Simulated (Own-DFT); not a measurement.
# What a defect does to the pressure of its cell: C40 NbSi2

Source: density functional calculations with Own-DFT, an unreviewed in-house program that is no longer used. Nothing was measured or relaxed, and spin and spin-orbit coupling are left out.

Common settings: PBE; PseudoDojo norm-conserving scalar-relativistic files; cutoff 42 hartree; 4 x 4 x 5 k mesh centred on Gamma; cold (Marzari-Vanderbilt) smearing of 0.2 eV.

Keep in mind: forces on such cells failed a check on a denser k mesh; stress not checked against mesh or cutoff.

All runs share one cell, with vectors in Å (0.000, 8.324, 0.000); (-9.613, 0.000, 0.000); (0.000, 0.000, 6.586) and a volume of 527.0 Å³. The atoms are randomly displaced, by u rms on each axis. The defect's site can differ from row to row.

| cell | formula | u (Å) | P (GPa) |
|---|---|---|---|
| no defect | Nb12Si24 | 0.0188 | 1.49 |
| no defect | Nb12Si24 | 0.0474 | 2.62 |
| no defect | Nb12Si24 | 0.0535 | 2.89 |
| one Si vacancy | Nb12Si23 | 0.0312 | 0.98 |
| one Si vacancy | Nb12Si23 | 0.0447 | 1.18 |
| one Si vacancy | Nb12Si23 | 0.0476 | 1.62 |
| two Nb vacancies | Nb10Si24 | 0.0274 | -0.12 |
| two Nb vacancies | Nb10Si24 | 0.0305 | 0.19 |
| two Nb vacancies | Nb10Si24 | 0.0511 | 0.75 |
| two Nb on a Si site each | Nb14Si22 | 0.0289 | 7.49 |
| two Nb on a Si site each | Nb14Si22 | 0.0293 | 7.65 |
| two Nb on a Si site each | Nb14Si22 | 0.0533 | 8.34 |
| two Si on a Nb site each | Nb10Si26 | 0.0256 | 1.46 |
| two Si on a Nb site each | Nb10Si26 | 0.0339 | ? |
| two Si on a Nb site each | Nb10Si26 | 0.0449 | 2.14 |
| two Si on a Nb site each | Nb10Si26 | 0.0500 | 2.61 |

## Analysis

P = P0 + c u² + a shift for each defect gives P0 = 1.45 GPa, c = 486 ± 46 GPa/Å² and a scatter of 0.15 GPa. The shifts, and each times the cell's volume:

- two Nb on a Si site each: 5.65 ± 0.12 GPa, 18.6 eV (9.3 eV for each of its 2 sites)
- two Si on a Nb site each: -0.22 ± 0.12 GPa, -0.7 eV (-0.4 eV for each of its 2 sites) (not resolved)
- one Si vacancy: -1.04 ± 0.12 GPa, -3.4 eV
- two Nb vacancies: -1.87 ± 0.12 GPa, -6.2 eV (-3.1 eV for each of its 2 sites)

Positive is outwards. The product with the volume (160.2 GPa Å³ to the eV) is nearly free of the cell's size; divided by the bulk modulus at the cell's pressure it gives the volume that the defect adds. The atoms around the defects weren't relaxed, which would change these numbers.

## Prediction

Question: what pressure belongs in the blank (two Si on a Nb site each, u = 0.0339 Å)?

The fit gives 1.79 ± 0.18 GPa. DFT gave 1.77 GPa.
